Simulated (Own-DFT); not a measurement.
# How much smaller does PBEsol make it? D0_22 TiAl3, 40 atoms (Al30Ti10)

Calculated, not measured: single-point runs of Own-DFT, a retired in-house plane-wave DFT program that no person has reviewed, on unrelaxed cells, without spin or spin-orbit coupling.

Caveats: forces on such cells failed a check on a denser k mesh; stress not checked against mesh or cutoff.

Each geometry was run with PBE and with PBEsol, otherwise alike: PseudoDojo norm-conserving scalar-relativistic files made for PBE; cutoff 42 hartree; 4 x 4 x 4 k mesh centred on Gamma; cold (Marzari-Vanderbilt) smearing of 0.2 eV. Unstrained cell vectors in Å: (-2.365, -6.981, 4.326); (-7.667, 3.491, 1.442); (-2.950, -3.488, -7.241). Each has a uniform strain, of which the change of volume is shown, and random moves of rms u per axis.

| run | volume change (%) | u (Å) | P with PBE (GPa) | P with PBEsol (GPa) |
|---|---|---|---|---|
| 1 | 1.50 | 0.0505 | 1.16 | -0.71 |
| 2 | -0.13 | 0.0480 | 3.09 | 1.18 |
| 3 | 0.60 | 0.0456 | 1.94 | 0.05 |
| 4 | -0.91 | 0.0528 | 4.09 | 2.16 |
| 5 | -1.89 | 0.0473 | 5.47 | 3.51 |
| 6 | -1.17 | 0.0514 | 4.41 | 2.48 |
| 7 | 0.93 | 0.0501 | 1.47 | -0.41 |
| 8 | 1.75 | 0.0485 | 0.97 | -0.89 |
| 9 | 3.94 | 0.0502 | -1.42 | -3.23 |
| 10 | -0.56 | 0.0426 | 3.36 | ? |

The question: by how much does PBEsol shrink this cell, and what belongs in the blank?

## Answer

Write v for the change of volume as a fraction. Fitted to v and u², the PBE pressure has a slope of -118 ± 5 GPa in v, with the ions held to the strained lattice. The difference PBEsol less PBE is -1.91 + 2.5 v GPa (slope ± 0.1) and averages -1.89 GPa. Divided by the mean slope of the two, 117 GPa, that makes PBEsol's volume at a given pressure, near 1 GPa, about 1.6 % smaller, or 0.54 % in lengths. At one volume PBEsol's slope is the smaller by 3 GPa, but its pressure there is lower too. If stiffness rises by about 4 GPa for each GPa, PBEsol at equal pressure is stiffer by about 5 GPa. Files made for PBEsol would give a different shift.

For run 10 the line gives 1.44 GPa. The calculation gave 1.45 GPa.
